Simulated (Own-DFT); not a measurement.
# Response to strain: 2H SiC, 72 atoms (C36Si36)

These are calculations, not measurements. They come from Own-DFT, an in-house plane-wave density functional program, since retired, whose code no person has reviewed. Each row is one single-point run on a periodic cell that was not relaxed, without spin or spin-orbit coupling.

Settings of every run: PBE; PseudoDojo norm-conserving scalar-relativistic files; cutoff 42 hartree; 4 x 4 x 3 k mesh centred on Gamma; Fermi-Dirac smearing of 0.1 eV.

Known limits: forces on such cells passed a denser k mesh, each cell not checked; stress not checked against mesh or cutoff.

Unstrained cell vectors in Å: (9.248, 0.000, 0.000); (-4.624, 8.009, 0.000); (0.000, 0.000, 10.068). The unstrained cell has measured lattice constants (interpolated for alloys), not those of this functional. That, the random moves and any unrelaxed bonds set the pressure at no strain. Each run strains this cell uniformly, with the atoms carried along. Every atom was also moved at random, by a Gaussian of width 0.05 Å on each axis. Strain is the symmetric tensor, in per cent. Stress is positive in tension, and the pressure is minus a third of its trace.

| run | e_xx (%) | e_yy (%) | e_zz (%) | e_yz (%) | e_xz (%) | e_xy (%) | s_xx (GPa) | s_yy (GPa) | s_zz (GPa) | s_yz (GPa) | s_xz (GPa) | s_xy (GPa) | P (GPa) | E (meV/atom) |
|---|---|---|---|---|---|---|---|---|---|---|---|---|---|---|
| 1 | 0.35 | -1.47 | 0.29 | 1.41 | -0.41 | -1.43 | -3.86 | -10.95 | -6.70 | 3.56 | -2.04 | -8.66 | 7.17 | 8.9 |
| 2 | -1.72 | 1.99 | -0.15 | 1.75 | -0.58 | -0.12 | -11.65 | 4.83 | -10.22 | 6.25 | -1.41 | -1.05 | 5.68 | 22.2 |
| 3 | -1.93 | -0.03 | 1.70 | 0.82 | -1.09 | 1.80 | -16.44 | -5.33 | 2.70 | 1.84 | -3.12 | 8.50 | 6.36 | 19.6 |
| 4 | -0.34 | 1.84 | 1.43 | 1.67 | 1.62 | -0.72 | -3.28 | 6.36 | 0.57 | 4.95 | 4.26 | -3.46 | -1.22 | 0.0 |
| 5 | -1.42 | 1.96 | -0.49 | -0.92 | -0.54 | -1.29 | -10.72 | 4.51 | -9.54 | -3.53 | -1.28 | -5.16 | 5.25 | 7.7 |
| 6 | -1.29 | -1.06 | 0.43 | -0.40 | -0.73 | 1.78 | -12.98 | -11.26 | -5.10 | -1.35 | -2.19 | 8.79 | 9.78 | 9.0 |
| 7 | -0.57 | -1.72 | -0.99 | -0.54 | -0.65 | 1.55 | -11.17 | -15.11 | -14.33 | -1.38 | -3.11 | 6.89 | 13.54 | 27.4 |
| 8 | -0.73 | -1.28 | -0.48 | 0.73 | -1.37 | -0.54 | -11.05 | -10.32 | -12.88 | 3.34 | -6.14 | -2.21 | 11.42 | 25.1 |
| 9 | -0.22 | -1.45 | -1.53 | 1.71 | -0.43 | -1.36 | -8.02 | -15.12 | -18.47 | 6.07 | -1.84 | -8.03 | 13.87 | 42.1 |
| 10 | 1.00 | -1.48 | 0.60 | -1.51 | 0.06 | 0.87 | -0.95 | -12.64 | -2.18 | -4.97 | 0.68 | 4.25 | 5.26 | 11.2 |
| 11 | -1.71 | 0.09 | -1.38 | 1.30 | 1.27 | -1.65 | -14.88 | -5.04 | -19.27 | 4.46 | 4.54 | -10.16 | 13.06 | 38.8 |
| 12 | -0.49 | -1.64 | 0.85 | -1.15 | 0.37 | 1.96 | -10.37 | -12.40 | -4.04 | -2.95 | 2.26 | 10.71 | 8.94 | 29.7 |
| 13 | -0.58 | -0.34 | 0.68 | 1.06 | -0.71 | -1.89 | -7.97 | -9.60 | -2.76 | 3.86 | -2.78 | -9.76 | 6.78 | 21.1 |
| 14 | 1.90 | 0.36 | 0.99 | 0.93 | 0.14 | 0.70 | 5.01 | -0.77 | -1.26 | 3.16 | 0.52 | 3.62 | -0.99 | 22.0 |
| 15 | -1.21 | -0.71 | 0.64 | -0.25 | 1.75 | -1.90 | -11.00 | -9.05 | -5.36 | -1.09 | 5.67 | -10.76 | 8.47 | 9.6 |
| 16 | -0.19 | 1.33 | -1.31 | -0.34 | -1.97 | 1.10 | -5.16 | 2.27 | -15.50 | -0.35 | -7.07 | 5.89 | 6.13 | 18.6 |
| 17 | 1.99 | -0.98 | 1.92 | -1.10 | 0.22 | 0.38 | ? | ? | ? | ? | ? | ? | ? | ? |

E is the free energy for each atom above the lowest run shown.

## Worked fit

Each stress component was fitted by least squares to a constant and the strains of the runs shown, as fractions, with shears doubled. Shear strains stay in the fit of a normal stress only where such slopes are resolved. The slopes, in GPa:

```
stress  at no strain  per e_xx  per e_yy  per e_zz  scatter
  s_xx          -5.0  544 ± 22  123 ± 17   28 ± 22     0.86
  s_yy          -4.7   62 ± 35  543 ± 26   46 ± 34     1.33
  s_zz          -7.9   54 ± 32   23 ± 24  648 ± 31     1.22
```

Each shear stress against twice its own strain: yz 165 ± 9, xz 174 ± 11, xy 249 ± 8 GPa. These are stiffnesses along x, y and z of the frame in which the cell vectors are given, which need not be the crystal's axes. The atoms are held to the strained lattice; where symmetry lets them move under strain, relaxing them would lower some slopes. The table should be nearly symmetric about its diagonal, and what it lacks of that shows the noise. A ninth of its sum, 230 ± 5 GPa, estimates the bulk modulus near the mean pressure of these runs, 7.5 GPa, so it lies above the value at zero pressure.

## Withheld run

Question: what normal stresses and pressure should run 17 give?

The fit gives s_xx = 5.1, s_yy = -7.9, s_zz = 5.4 and P = -0.8 GPa. The calculation gave 7.12, -9.06, 4.89 and P = -0.98 GPa.
